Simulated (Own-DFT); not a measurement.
AlGa$_{3}$N$_{4}$ (wurtzite random alloy, strained, atoms displaced) (calculated)

Computed with Own-DFT development build. A calculation, not a measurement: plane-wave PBE density functional theory by an unreviewed code, no spin, of a simulated periodic cell, stress positive in tension, free energy of the whole cell less one offset for each atom, forces on such cells passed a denser k mesh, this cell's mesh not checked; offsets are fitted by least squares, one for each functional and potential file, so energies compare only between cells with the same atoms and settings and are not formation energies; the far tail of each file's local potential was reset to the Coulomb form; each entry is a single point on an unrelaxed cell, so the pressure reflects the starting lattice, mostly measured values, from which strain is counted, and rises with the displacements; printed positions are rounded, which can move forces by about a meV/angstrom; the program is a retired in-house code; no spin-orbit coupling.

Common to all runs: functional PBE; potential files PseudoDojo norm-conserving, scalar-relativistic, standard set with the stringent files for Ga; wave cutoff 96 hartree; occupations Gaussian; smearing width 0.01 eV; k mesh 4 x 4 x 3 centred on Gamma.

(1) AlGa$_{3}$N$_{4}$ (wurtzite random alloy, strained, atoms displaced)

```
CELL_PARAMETERS angstrom
9.50920 0.00000 0.00000
-4.75460 8.23530 0.00000
0.00000 0.00000 10.49950
ATOMIC_POSITIONS crystal
Ga 0.11642 0.21829 0.99988
Ga 0.21268 0.10438 0.25916
N 0.11902 0.22572 0.18980
N 0.21935 0.10321 0.43672
Al 0.11549 0.23126 0.50136
Ga 0.21993 0.11062 0.74196
N 0.12493 0.23050 0.68339
N 0.21798 0.11357 0.93350
Ga 0.12659 0.56584 0.00653
Al 0.22475 0.45113 0.24606
N 0.11671 0.54633 0.18912
N 0.21138 0.44032 0.43740
Ga 0.10864 0.55605 0.50582
Ga 0.22587 0.45371 0.75924
N 0.11265 0.55300 0.69533
N 0.22555 0.44286 0.94184
Al 0.12299 0.89817 0.00022
Ga 0.23539 0.78416 0.25462
N 0.11989 0.89618 0.18505
N 0.21993 0.77850 0.44205
Ga 0.10755 0.88344 0.50119
Ga 0.21864 0.78217 0.74456
N 0.11419 0.89108 0.68859
N 0.21349 0.77265 0.94845
Ga 0.44699 0.21925 0.99965
Ga 0.54951 0.10533 0.24999
N 0.45369 0.22459 0.18834
N 0.55184 0.11904 0.44081
Ga 0.43304 0.21789 0.50240
Ga 0.55216 0.11080 0.76004
N 0.44594 0.21299 0.68897
N 0.54793 0.10278 0.94252
Al 0.44589 0.56219 0.00270
Ga 0.55385 0.43462 0.24713
N 0.44356 0.54977 0.18494
N 0.55603 0.44887 0.43605
Ga 0.45911 0.57094 0.50100
Ga 0.54589 0.43497 0.75060
N 0.44565 0.56816 0.68659
N 0.54847 0.46075 0.94376
Ga 0.45587 0.89319 0.99932
Al 0.54936 0.77372 0.25485
N 0.44336 0.89346 0.19183
N 0.55107 0.78371 0.44248
Al 0.44419 0.90119 0.50890
Ga 0.55910 0.78060 0.74288
N 0.43982 0.89328 0.69123
N 0.54603 0.76602 0.93087
Ga 0.77008 0.20690 0.00087
Al 0.89008 0.11465 0.25485
N 0.77845 0.21348 0.18455
N 0.89886 0.12122 0.43860
Ga 0.77367 0.21122 0.50486
Ga 0.88522 0.10580 0.75668
N 0.78677 0.22410 0.69079
N 0.88947 0.11542 0.93550
Al 0.77222 0.55096 0.00723
Ga 0.89568 0.44286 0.25151
N 0.77043 0.55227 0.18041
N 0.88732 0.44058 0.44842
Ga 0.77364 0.54832 0.49901
Al 0.88600 0.44372 0.75223
N 0.77446 0.55833 0.68190
N 0.88974 0.44776 0.93540
Ga 0.77236 0.88410 0.00141
Ga 0.88909 0.77165 0.24903
N 0.78647 0.89762 0.18908
N 0.88894 0.77628 0.43478
Ga 0.78247 0.89658 0.49996
Ga 0.88035 0.77671 0.74862
N 0.77850 0.88547 0.68926
N 0.88393 0.77182 0.94165
```

- free energy of cell above offsets: -10.234 eV
- pressure: 2.44 GPa
- stress xx: -3.96 GPa
- stress yy: -4.78 GPa
- stress zz: 1.43 GPa
- stress yz: -0.03 GPa
- stress xz: 0.03 GPa
- stress xy: 2.13 GPa

Force:
```tsv
element	x (eV/Å)	y (eV/Å)	z (eV/Å)
Ga	-1.452	0.942	0.942
Ga	0.74	1.066	-1.501
N	-1.364	0.12	0.375
N	-1.427	0.976	1.458
Al	0.399	-0.416	-0.032
Ga	0.097	0.261	1.138
N	-1.331	-0.198	-0.123
N	2.039	-1.334	-0.192
Ga	-1.292	-2.358	-0.645
Al	1.714	-1.903	1.381
N	-1.352	1.77	0.359
N	1.364	0.838	-0.89
Ga	0.665	-0.335	0.149
Ga	0.621	-0.817	-0.622
N	-1.767	0.522	-0.478
N	0.23	0.658	0.445
Al	-1.439	-1.088	0.068
Ga	-2.169	-1.205	0.014
N	-0.011	-1.371	-0.237
N	1.405	0.358	0.104
Ga	-0.495	0.16	0.043
Ga	0.632	-1.399	1.809
N	-1.474	-0.395	-0.525
N	0.823	2.662	-1.452
Ga	-1.68	1.376	0.553
Ga	0.882	1.608	0.839
N	-1.152	-1.545	-0.551
N	0.892	-1.52	-0.041
Ga	0.735	1.254	-0.227
Ga	1.41	-0.007	-1.038
N	-1.011	1.056	-0.052
N	0.385	1.252	-0.642
Al	-0.968	-0.898	0.322
Ga	-0.591	1.336	0.719
N	-0.896	1.68	0.582
N	-0.365	-0.846	0.016
Ga	-1.382	-2.025	0.074
Ga	-0.032	1.637	0.346
N	0.725	-1.893	-0.206
N	2.798	-2.147	-0.807
Ga	-1.404	-2.456	0.53
Al	0.956	0.453	-0.479
N	2.435	-1.394	-0.813
N	-0.244	1.665	-0.979
Al	0.001	-0.749	-0.812
Ga	-0.92	0.327	0.966
N	0.985	0.097	-0.788
N	0.152	1.543	0.761
Ga	0.197	2.654	0.012
Al	0.983	-0.046	-0.788
N	-0.194	0.333	1.161
N	0.168	-0.834	-0.427
Ga	-0.493	1.234	0.072
Ga	0.988	0.968	-1.128
N	-1.293	-0.051	0.43
N	0.743	-1.286	0.713
Al	0.441	0.391	-2.365
Ga	-0.83	-0.387	0.045
N	1.499	-0.01	1.454
N	-0.012	-0.276	-1.511
Ga	-0.129	0.629	-0.017
Al	0.227	0.523	0.136
N	0.714	-1.204	1.226
N	-0.781	-0.573	0.491
Ga	0.679	0.113	-0.051
Ga	-0.091	0.739	-0.537
N	-1.414	-0.777	0.849
N	-0.469	-0.107	0.365
Ga	0.316	-0.469	-0.385
Ga	1.742	-0.806	1.341
N	-0.734	1.389	-0.968
N	0.875	0.535	0.024
```

(2) AlGa$_{3}$N$_{4}$ (wurtzite random alloy, strained, atoms displaced)

```
CELL_PARAMETERS angstrom
9.50920 0.00000 0.00000
-4.75460 8.23530 0.00000
0.00000 0.00000 10.49950
ATOMIC_POSITIONS crystal
Ga 0.09945 0.22593 0.00478
Al 0.21681 0.12070 0.24081
N 0.11751 0.21937 0.19250
N 0.22700 0.11424 0.43354
Ga 0.12106 0.22730 0.49477
Al 0.22909 0.12631 0.73940
N 0.12309 0.22149 0.67767
N 0.22326 0.10337 0.93871
Ga 0.10325 0.55467 0.00930
Ga 0.23356 0.45063 0.24778
N 0.10901 0.55750 0.19311
N 0.22024 0.44980 0.43095
Ga 0.11435 0.55572 0.49562
Ga 0.22105 0.44684 0.75788
N 0.11381 0.55269 0.68749
N 0.22780 0.43997 0.94002
Al 0.10906 0.88799 0.00069
Ga 0.22815 0.77860 0.25508
N 0.11032 0.88362 0.19075
N 0.22827 0.77640 0.43451
Ga 0.11268 0.89272 0.49791
Ga 0.21844 0.77111 0.74444
N 0.10649 0.89362 0.69562
N 0.22348 0.77368 0.94270
Al 0.43839 0.21960 0.00139
Ga 0.55555 0.10136 0.25525
N 0.44245 0.22130 0.18248
N 0.56298 0.12023 0.44154
Ga 0.43141 0.21272 0.50317
Ga 0.54770 0.10063 0.74939
N 0.44908 0.21836 0.68774
N 0.55370 0.10533 0.93469
Ga 0.44983 0.55646 0.99591
Ga 0.55939 0.44256 0.25407
N 0.45225 0.56463 0.19389
N 0.55806 0.46183 0.43904
Ga 0.45447 0.55663 0.50240
Ga 0.55123 0.44457 0.75270
N 0.44859 0.55442 0.67797
N 0.55264 0.43650 0.94068
Ga 0.44109 0.88660 0.00087
Al 0.55071 0.77649 0.24925
N 0.45143 0.89319 0.18628
N 0.55953 0.77324 0.43573
Al 0.44403 0.89029 0.49985
Ga 0.55524 0.78132 0.75159
N 0.44383 0.88745 0.68801
N 0.55043 0.78029 0.92928
Ga 0.78306 0.22594 0.00097
Ga 0.88183 0.10371 0.24646
N 0.77418 0.21392 0.18933
N 0.88690 0.10652 0.44656
Ga 0.77682 0.22276 0.50157
Ga 0.89142 0.10954 0.75625
N 0.77251 0.21728 0.69188
N 0.89750 0.11963 0.93696
Ga 0.78264 0.55781 0.00130
Al 0.89491 0.44239 0.25022
N 0.77460 0.55512 0.19384
N 0.88104 0.43791 0.43748
Ga 0.77629 0.55790 0.50157
Ga 0.89231 0.44998 0.74785
N 0.78211 0.55861 0.68913
N 0.88183 0.44160 0.93549
Ga 0.76451 0.88547 0.99841
Al 0.89080 0.78075 0.25430
N 0.77412 0.89283 0.19059
N 0.89361 0.77862 0.44233
Ga 0.77842 0.87912 0.49978
Al 0.89588 0.77858 0.74394
N 0.76861 0.87691 0.69179
N 0.89819 0.78297 0.93956
```

* free energy of cell above offsets: -10.078 eV
* pressure: 2.63 GPa
* stress xx: -5.41 GPa
* stress yy: -4.2 GPa
* stress zz: 1.73 GPa
* stress yz: -0.12 GPa
* stress xz: -0.53 GPa
* stress xy: -0.08 GPa

Force:
```tsv
element	x (eV/Å)	y (eV/Å)	z (eV/Å)
Ga	3.462	-0.468	0.308
Al	4.233	-2.677	1.178
N	-3.32	1.657	-1.156
N	-0.832	-0.705	-1.452
Ga	-1.598	0.003	-0.173
Al	1.335	-2.258	2.369
N	-1.832	0.928	1.267
N	-0.614	0.869	-0.588
Ga	0.725	0.255	-1.072
Ga	-0.82	-0.475	0.256
N	0.354	-0.814	-0.159
N	1.414	-0.518	0.518
Ga	-0.882	-0.534	0.432
Ga	1.135	-0.603	-1.396
N	-0.391	-0.042	-0.555
N	-1.316	0.785	0.38
Al	0.872	0.309	0.179
Ga	-0.627	0.553	-1.212
N	-0.967	1.085	-0.242
N	-0.153	1.027	1.512
Ga	0.558	-0.18	0.612
Ga	-0.319	1.176	1.291
N	1.433	0.694	-1.406
N	-1.421	-0.082	-0.537
Al	0.714	-0.679	-0.439
Ga	-1.122	1.796	-0.22
N	-0.282	-0.358	0.781
N	-1.314	-2.195	-0.24
Ga	2.001	1.975	-0.19
Ga	0.683	1.164	0.787
N	-1.533	0.422	-0.07
N	-0.47	0.965	0.98
Ga	-0.05	0.011	1.065
Ga	-0.666	-0.281	-0.214
N	0.193	-0.227	-1.516
N	2.447	-3.163	-0.8
Ga	-3.158	0.871	-0.601
Ga	1.091	-0.109	-0.223
N	-1.066	0.156	2.725
N	0.183	0.395	-0.226
Ga	-0.234	0.652	-0.135
Al	0.87	0.63	0.817
N	0.093	-1.743	0.457
N	-1.772	1.404	-0.513
Al	1.277	-0.038	0.064
Ga	0.024	-1.012	-1.349
N	-0.61	-0.855	-1.695
N	0.5	-0.745	1.559
Ga	-1.492	-0.977	-0.244
Ga	0.795	1.336	1.912
N	0.151	2.053	-0.23
N	0.466	0.21	-1.208
Ga	1.097	-0.263	0.982
Ga	-0.04	-0.122	-2.036
N	0.783	0.532	-0.126
N	-1.54	-1.549	0.301
Ga	-0.969	0.261	0.417
Al	-1.596	-0.415	0.62
N	1.894	0.703	-0.187
N	0.627	1.32	-0.806
Ga	0.61	-0.75	0.106
Ga	-0.233	-1.373	0.042
N	-0.501	0.434	0.098
N	1.119	0.487	0.362
Ga	1.878	0.419	0.191
Al	0.005	-0.423	-0.62
N	0.556	-2.384	-0.491
N	0.313	-0.173	-1.607
Ga	-1.124	1.362	0.806
Al	-1.672	-0.274	1.455
N	1.803	1.029	-0.097
N	-1.161	-0.466	-0.799
```

(3) AlGa$_{3}$N$_{4}$ (wurtzite random alloy, strained, atoms displaced)

```
CELL_PARAMETERS angstrom
9.50920 0.00000 0.00000
-4.75460 8.23530 0.00000
0.00000 0.00000 10.49950
ATOMIC_POSITIONS crystal
Ga 0.10980 0.21520 0.99405
Ga 0.22766 0.11840 0.24942
N 0.11576 0.22604 0.18780
N 0.22030 0.10762 0.43786
Ga 0.11851 0.23165 0.49090
Ga 0.21567 0.10948 0.75280
N 0.11185 0.22796 0.68646
N 0.21713 0.09365 0.93062
Al 0.10552 0.55345 0.00129
Ga 0.22367 0.43808 0.24894
N 0.10956 0.55210 0.18302
N 0.22065 0.45476 0.43961
Ga 0.11664 0.56064 0.51261
Ga 0.21420 0.44125 0.74944
N 0.09792 0.54073 0.68457
N 0.22826 0.43866 0.93943
Ga 0.10096 0.89478 0.00242
Ga 0.22887 0.78250 0.25188
N 0.11351 0.88396 0.19427
N 0.21914 0.76683 0.43396
Ga 0.12127 0.89662 0.50000
Ga 0.22754 0.77865 0.74767
N 0.10793 0.88655 0.69434
N 0.23367 0.77919 0.93119
Ga 0.44235 0.22146 0.00510
Ga 0.56246 0.11040 0.24895
N 0.45029 0.21947 0.19851
N 0.55886 0.11134 0.43681
Al 0.45574 0.22756 0.50592
Al 0.54554 0.10659 0.74828
N 0.45711 0.22320 0.68518
N 0.54713 0.11613 0.94288
Ga 0.44885 0.55839 0.99469
Ga 0.55813 0.43994 0.25309
N 0.45050 0.55186 0.18676
N 0.55333 0.44060 0.44370
Ga 0.45108 0.56472 0.49758
Ga 0.55274 0.44000 0.75421
N 0.44234 0.54864 0.69085
N 0.56374 0.43953 0.93800
Ga 0.43885 0.87554 0.99926
Ga 0.54669 0.77536 0.24358
N 0.44563 0.89007 0.19076
N 0.55115 0.77358 0.43337
Ga 0.44631 0.89104 0.49459
Ga 0.55392 0.77142 0.75354
N 0.44632 0.88965 0.67469
N 0.55985 0.78279 0.93638
Al 0.77905 0.22707 0.99550
Ga 0.88941 0.11125 0.24363
N 0.78901 0.22856 0.19115
N 0.89267 0.11276 0.43411
Ga 0.77457 0.22037 0.50404
Ga 0.88448 0.11550 0.74280
N 0.76678 0.21805 0.68968
N 0.89140 0.11877 0.94422
Ga 0.77675 0.55384 0.01020
Al 0.89359 0.45211 0.24354
N 0.77931 0.55977 0.19506
N 0.89277 0.44864 0.43835
Al 0.78909 0.55965 0.50453
Al 0.89662 0.44327 0.74741
N 0.78710 0.56049 0.68380
N 0.89987 0.45607 0.94291
Ga 0.78443 0.88789 0.00302
Al 0.89562 0.78079 0.25695
N 0.77728 0.89084 0.19725
N 0.89528 0.78003 0.44274
Al 0.77435 0.88589 0.49987
Ga 0.88063 0.76592 0.74913
N 0.77549 0.89300 0.69444
N 0.88476 0.77317 0.94277
```

- free energy of cell above offsets: -10.293 eV
- pressure: 2.42 GPa
- stress xx: -4.22 GPa
- stress yy: -5.13 GPa
- stress zz: 2.1 GPa
- stress yz: 0.29 GPa
- stress xz: -0.3 GPa
- stress xy: 0.15 GPa

Force:
```tsv
element	x (eV/Å)	y (eV/Å)	z (eV/Å)
Ga	0.442	0.833	0.722
Ga	0.06	-1.112	0.715
N	0.298	-1.274	-0.824
N	1.353	1.952	0.163
Ga	-0.384	-0.713	0.853
Ga	0.587	0.141	-1.612
N	0.109	-1.15	-0.361
N	-0.337	2.861	1.292
Al	2.134	0.993	0.04
Ga	-0.682	1.797	0.266
N	0.061	0.499	-0.133
N	1.571	-0.591	-0.636
Ga	-0.999	-0.771	-2.836
Ga	1.255	0.39	0.721
N	0.879	1.662	1.921
N	-1.586	0.714	-0.324
Ga	2.084	-2.34	0.763
Ga	-0.24	-1.567	-0.2
N	-1.492	0.902	-0.87
N	-0.124	1.831	0.839
Ga	-0.329	-1.361	0.63
Ga	-0.453	-0.103	0.008
N	0.349	0.018	-0.915
N	-2	-1.783	0.782
Ga	-0.489	-0.17	0.359
Ga	0.59	0.439	0.425
N	-0.651	0.179	-1.603
N	-1.065	0.397	0.107
Al	-0.83	-0.68	-1.038
Al	1.073	-0.333	0.909
N	-1.669	-0.401	0.026
N	2.769	-0.91	-1.357
Ga	0.429	-0.617	0.708
Ga	-0.223	0.63	0.936
N	-0.633	0.055	-0.399
N	1.067	0.582	0.055
Ga	-0.172	-1.764	0.643
Ga	0.955	0.211	-0.733
N	-0.389	0.594	-0.267
N	-1.235	0.46	0.343
Ga	-0.035	2.241	0.645
Ga	1.585	-0.48	0.965
N	-0.155	0.081	-1.087
N	1.135	1.656	0.152
Ga	-0.126	-0.52	-0.459
Ga	-0.444	0.555	-0.934
N	-0.032	0.108	2.185
N	0.751	-0.481	0.467
Al	-0.405	-0.092	0.833
Ga	0.325	0.439	1.212
N	-1.43	0.749	-1.64
N	-0.436	-0.948	0.907
Ga	0.956	0.739	-1.11
Ga	0.777	-0.282	1.038
N	-0.203	1.006	0.822
N	-0.866	-0.749	-0.919
Ga	0.367	0.189	-0.413
Al	0.532	-0.689	1.567
N	0.829	0.361	0.028
N	-0.511	-0.071	-0.407
Al	-0.66	-0.304	-1.056
Al	-2.607	-0.524	0.932
N	0.107	-2.223	0.388
N	-0.637	-1.855	-1.52
Ga	-1.314	0.769	0.433
Al	-0.73	-0.023	0.271
N	1.16	-1.23	-1.097
N	-1.165	-0.399	-0.349
Al	0.483	0.638	-0.274
Ga	0.049	2.048	0.603
N	0.565	-0.928	-1.62
N	0.049	-0.281	-0.685
```
